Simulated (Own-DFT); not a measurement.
# Which defects push the lattice out? 4H SiC

Everything here is calculated. The program is Own-DFT (plane waves, in-house, since retired, never reviewed by a person); positions were held fixed, and spin and spin-orbit coupling were off.

Common settings: PBE; PseudoDojo norm-conserving scalar-relativistic files; cutoff 42 hartree; 4 x 4 x 3 k mesh centred on Gamma; Fermi-Dirac smearing of 0.1 eV.

Limits (not all hold for every row): a neutral cation vacancy leaves holes that likely carry spin, which these runs leave out; some atoms lie very close together; not probed for a lower state with spin; forces on such cells failed a check on a denser k mesh; forces on such cells passed a denser k mesh, each cell not checked; stress not checked against mesh or cutoff.

All runs share one cell, with vectors in Å (9.248, 0.000, 0.000); (-4.624, 8.009, 0.000); (0.000, 0.000, 10.068) and a volume of 745.7 Å³. Atoms were moved at random from their sites; u is the rms move along one axis. The defect's site can differ from row to row.

```
                                     cell     formula   u (Å)  P (GPa)
                                no defect     C36Si36  0.0296     3.73
                                no defect     C36Si36  0.0577     5.56
                                no defect     C36Si36  0.0587     5.73
                       one Si on a C site     C35Si37  0.0462    11.16
                       one Si on a C site     C35Si37  0.0467    11.41
                       one Si on a C site     C35Si37  0.0476    11.53
one C on a Si site and one Si on a C site     C36Si36  0.0278     7.62
one C on a Si site and one Si on a C site     C36Si36  0.0284     7.44
one C on a Si site and one Si on a C site     C36Si36  0.0498        ?
one C on a Si site and one Si on a C site     C36Si36  0.0527     8.74
                           one Si vacancy     C36Si35  0.0290     2.97
                           one Si vacancy     C36Si35  0.0292     2.97
                           one Si vacancy     C36Si35  0.0311     3.31
one Al on a Si site and one N on a C site  AlC35NSi35  0.0485     5.26
one Al on a Si site and one N on a C site  AlC35NSi35  0.0507     5.39
one Al on a Si site and one N on a C site  AlC35NSi35  0.0507     6.00
```

## What the rows give

P = P0 + c u² + a shift for each defect gives P0 = 3.18 GPa, c = 716 ± 79 GPa/Å² and a scatter of 0.21 GPa. The shifts, and each times the cell's volume:

- one Si on a C site: 6.62 ± 0.17 GPa, 30.8 eV
- one C on a Si site and one Si on a C site: 3.71 ± 0.19 GPa, 17.3 eV
- one Al on a Si site and one N on a C site: 0.58 ± 0.17 GPa, 2.7 eV
- one Si vacancy: -0.73 ± 0.21 GPa, -3.4 eV

Positive is outwards. The product with the volume (160.2 GPa Å³ to the eV) is nearly free of the cell's size; divided by the bulk modulus at the cell's pressure it gives the volume that the defect adds. The atoms around the defects weren't relaxed, which would change these numbers.

## Test on the hidden row

Asked: what pressure belongs in the blank (one C on a Si site and one Si on a C site, u = 0.0498 Å)?

The fitted form gives 8.67 ± 0.25 GPa. The calculation gave 8.14 GPa.
